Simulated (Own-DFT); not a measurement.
# Shaking the atoms of 4H SiC, 72 atoms (C36Si36)

These are calculations, not measurements. They come from Own-DFT, an in-house plane-wave density functional program, since retired, whose code no person has reviewed. Each row is one single-point run on a periodic cell that was not relaxed, without spin or spin-orbit coupling.

Settings of every run: PBE; PseudoDojo norm-conserving scalar-relativistic files; cutoff 42 hartree; 4 x 4 x 3 k mesh centred on Gamma; Fermi-Dirac smearing of 0.1 eV.

Known limits: forces on such cells passed a denser k mesh, each cell not checked; stress not checked against mesh or cutoff.

Cell vectors in Å: (9.248, 0.000, 0.000); (-4.624, 8.009, 0.000); (0.000, 0.000, 10.068). In each run every atom was moved at random and independently from its ideal site; u is the rms move along one axis. E is the free energy for each atom above the fitted value at u = 0, and F the rms of the force components.

```
run   u (Å)  E (meV/atom)  F (eV/Å)  largest force (eV/Å)  P (GPa)
  1  0.0296          29.4     0.805                  2.74     3.69
  2  0.0306          34.9     0.944                  3.27     3.93
  3  0.0585         129.0     1.749                  5.88     6.23
  4  0.0597             ?         ?                     ?        ?
  5  0.0613         142.5     1.882                  5.74     6.40
  6  0.0989         338.9     2.905                 10.69    10.86
  7  0.1063         396.8     3.437                 14.24    12.69
```

## Worked fit

For small independent moves the energy grows as E = (3/2) K u², with K the mean stiffness felt by one atom. The runs with u up to 0.11 Å give K = 24.0 ± 0.7 eV/Å², with residuals divided by u² + 0.0006 Å², since the noise grows with the moves. The scatter is 4.9 meV/atom at u = 0.05 Å. The forces follow F = G u with G = 30.1 eV/Å²; no force at u = 0 is resolved. G exceeds K because the moves of its neighbours add to the force on an atom, and stiffness differs between atoms. The pressure follows P = 3.18 + 822 u² GPa: at fixed volume, shortened bonds push harder than stretched ones pull.

## Withheld run

Question: what energy and rms force should run 4 give?

The fit gives 129 ± 8 meV/atom and about 1.80 eV/Å. The calculation gave 128.8 meV/atom and 1.738 eV/Å.
